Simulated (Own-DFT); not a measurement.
# Which defects push the lattice out? zincblende GaAs

The numbers are computed, not measured, by runs of the plane-wave DFT program Own-DFT (in-house, retired, unreviewed) at fixed positions, with no spin and no spin-orbit coupling.

Method: PBE; PseudoDojo norm-conserving scalar-relativistic files; cutoff 42 hartree; 3 x 3 x 3 k mesh centred on Gamma; Fermi-Dirac smearing of 0.1 eV.

Keep in mind (not all hold for every row): not probed for a lower state with spin; forces not confirmed at this smearing and k mesh; stress not checked against mesh or cutoff.

All runs share one cell, with vectors in Å (10.862, 0.000, 0.000); (0.000, 10.862, 0.000); (0.000, 0.000, 11.796) and a volume of 1391.7 Å³, strained against the parent crystal. The atoms are randomly displaced, by u rms on each axis. The defect's site can differ from row to row.

```
cell,formula,u (Å),P (GPa)
no defect,As32Ga32,0.0301,6.65
no defect,As32Ga32,0.0504,6.99
no defect,As32Ga32,0.0528,6.97
one Al on a Ga site,AlAs32Ga31,0.0284,6.66
one Al on a Ga site,AlAs32Ga31,0.0301,?
one Al on a Ga site,AlAs32Ga31,0.0464,6.95
one Al on a Ga site,AlAs32Ga31,0.0482,7.02
one In on a Ga site,As32Ga31In,0.0299,7.48
one In on a Ga site,As32Ga31In,0.0300,7.44
one In on a Ga site,As32Ga31In,0.0313,7.41
one P on an As site,As31Ga32P,0.0298,6.33
one P on an As site,As31Ga32P,0.0312,6.35
one P on an As site,As31Ga32P,0.0503,6.72
one As vacancy and one Ga vacancy,As31Ga31,0.0277,5.92
one As vacancy and one Ga vacancy,As31Ga31,0.0469,6.00
one As vacancy and one Ga vacancy,As31Ga31,0.0553,6.40
```

## Worked fit

P = P0 + c u² + a shift for each defect gives P0 = 6.44 GPa, c = 206 ± 24 GPa/Å² and a scatter of 0.07 GPa. The shifts, and each times the cell's volume:

- one In on a Ga site: 0.81 ± 0.06 GPa, 7.0 eV
- one Al on a Ga site: 0.07 ± 0.06 GPa, 0.6 eV (not resolved)
- one P on an As site: -0.27 ± 0.06 GPa, -2.4 eV
- one As vacancy and one Ga vacancy: -0.75 ± 0.05 GPa, -6.5 eV

Positive is outwards. The product with the volume (160.2 GPa Å³ to the eV) is nearly free of the cell's size; divided by the bulk modulus at the cell's pressure it gives the volume that the defect adds. The atoms around the defects weren't relaxed, which would change these numbers.

## Prediction

Asked: what pressure belongs in the blank (one Al on a Ga site, u = 0.0301 Å)?

The fit gives 6.70 ± 0.08 GPa. The run itself gave 6.68 GPa.
